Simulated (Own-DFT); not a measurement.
# Point defects and the pressure they add: monoclinic HfO2

Calculated, not measured: single-point runs of Own-DFT, a retired in-house plane-wave DFT program that no person has reviewed, on unrelaxed cells, without spin or spin-orbit coupling.

Method: PBE; PseudoDojo norm-conserving scalar-relativistic files; cutoff 72 hartree; 2 x 2 x 2 k mesh centred on Gamma; Fermi-Dirac smearing of 0.1 eV.

Known weak points (not all hold for every row): not probed for a lower state with spin; hafnium file: forces about 75 meV/angstrom off all-electron values; oxygen file: force components 24 meV/angstrom off all-electron in a glass; forces on such cells passed a denser k mesh, each cell not checked; stress not checked against mesh or cutoff.

All runs share one cell, with vectors in Å (10.234, 0.000, 0.000); (0.000, 10.350, 0.000); (-1.696, 0.000, 10.445) and a volume of 1106.4 Å³. u is the rms random offset of the atoms per axis. The defect's site can differ from row to row.

| cell | formula | u (Å) | P (GPa) |
|---|---|---|---|
| no defect | Hf32O64 | 0.0208 | 4.10 |
| no defect | Hf32O64 | 0.0491 | 5.46 |
| no defect | Hf32O64 | 0.0500 | 5.73 |
| one O vacancy | Hf32O63 | 0.0298 | 4.13 |
| one O vacancy | Hf32O63 | 0.0300 | 4.28 |
| one O vacancy | Hf32O63 | 0.0476 | 5.20 |
| two O vacancies | Hf32O62 | 0.0276 | 3.36 |
| two O vacancies | Hf32O62 | 0.0528 | 5.16 |
| two O vacancies | Hf32O62 | 0.0538 | 5.37 |
| two Al on a Hf site each and one O vacancy | Al2Hf30O63 | 0.0287 | 2.04 |
| two Al on a Hf site each and one O vacancy | Al2Hf30O63 | 0.0531 | 3.39 |
| two Al on a Hf site each and one O vacancy | Al2Hf30O63 | 0.0543 | 4.31 |
| one Si on a Hf site | Hf31O64Si | 0.0281 | 2.97 |
| one Si on a Hf site | Hf31O64Si | 0.0295 | ? |
| one Si on a Hf site | Hf31O64Si | 0.0491 | 3.99 |
| one Si on a Hf site | Hf31O64Si | 0.0497 | 3.48 |

## Working it out

P = P0 + c u² + a shift for each defect gives P0 = 3.71 GPa, c = 777 ± 88 GPa/Å² and a scatter of 0.30 GPa. The shifts, and each times the cell's volume:

- one O vacancy: -0.23 ± 0.25 GPa, -1.6 eV (not resolved)
- two O vacancies: -0.75 ± 0.25 GPa, -5.2 eV (-2.6 eV for each of its 2 sites)
- one Si on a Hf site: -1.70 ± 0.24 GPa, -11.7 eV
- two Al on a Hf site each and one O vacancy: -2.17 ± 0.25 GPa, -15.0 eV

Positive is outwards. The product with the volume (160.2 GPa Å³ to the eV) is nearly free of the cell's size; divided by the bulk modulus at the cell's pressure it gives the volume that the defect adds. The atoms around the defects weren't relaxed, which would change these numbers.

## Test on the hidden row

The question: what pressure belongs in the blank (one Si on a Hf site, u = 0.0295 Å)?

The fitted form gives 2.69 ± 0.36 GPa. Computed: 2.62 GPa.
